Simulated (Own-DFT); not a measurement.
# Which defects push the lattice out? zincblende GaAs

Calculated, not measured: single-point runs of Own-DFT, a retired in-house plane-wave DFT program that no person has reviewed, on unrelaxed cells, without spin or spin-orbit coupling.

Settings: PBE; PseudoDojo norm-conserving scalar-relativistic files; cutoff 42 hartree; 3 x 3 x 3 k mesh centred on Gamma; Fermi-Dirac smearing of 0.1 eV.

Keep in mind (not all hold for every row): not probed for a lower state with spin; forces not confirmed at this smearing and k mesh; stress not checked against mesh or cutoff.

All runs share one cell, with vectors in Å (11.737, 0.000, 0.000); (0.000, 11.737, 0.000); (0.000, 0.000, 10.919) and a volume of 1504.3 Å³, strained against the parent crystal. Atoms were moved at random from their sites; u is the rms move along one axis. The defect's site can differ from row to row.

| cell | formula | u (Å) | P (GPa) |
|---|---|---|---|
| no defect | As32Ga32 | 0.0280 | 0.73 |
| no defect | As32Ga32 | 0.0307 | 0.76 |
| no defect | As32Ga32 | 0.0492 | 1.10 |
| one P on an As site | As31Ga32P | 0.0286 | 0.52 |
| one P on an As site | As31Ga32P | 0.0493 | 0.73 |
| one P on an As site | As31Ga32P | 0.0515 | 0.88 |
| one In on a Ga site | As32Ga31In | 0.0271 | 1.29 |
| one In on a Ga site | As32Ga31In | 0.0476 | 1.58 |
| one In on a Ga site | As32Ga31In | 0.0502 | 1.66 |
| one Al on a Ga site | AlAs32Ga31 | 0.0314 | 0.76 |
| one Al on a Ga site | AlAs32Ga31 | 0.0320 | 0.78 |
| one Al on a Ga site | AlAs32Ga31 | 0.0446 | 0.95 |
| one As vacancy and one Ga vacancy | As31Ga31 | 0.0303 | 0.50 |
| one As vacancy and one Ga vacancy | As31Ga31 | 0.0307 | ? |
| one As vacancy and one Ga vacancy | As31Ga31 | 0.0456 | 0.73 |
| one As vacancy and one Ga vacancy | As31Ga31 | 0.0482 | 0.78 |

## What the rows give

P = P0 + c u² + a shift for each defect gives P0 = 0.59 GPa, c = 197 ± 12 GPa/Å² and a scatter of 0.03 GPa. The shifts, and each times the cell's volume:

- one In on a Ga site: 0.56 ± 0.03 GPa, 5.3 eV
- one Al on a Ga site: -0.02 ± 0.03 GPa, -0.2 eV (not resolved)
- one P on an As site: -0.26 ± 0.03 GPa, -2.5 eV
- one As vacancy and one Ga vacancy: -0.27 ± 0.03 GPa, -2.5 eV

Positive is outwards. The product with the volume (160.2 GPa Å³ to the eV) is nearly free of the cell's size; divided by the bulk modulus at the cell's pressure it gives the volume that the defect adds. The atoms around the defects weren't relaxed, which would change these numbers.

## Prediction

Asked: what pressure belongs in the blank (one As vacancy and one Ga vacancy, u = 0.0307 Å)?

Estimate: 0.51 ± 0.04 GPa. The run itself gave 0.46 GPa.
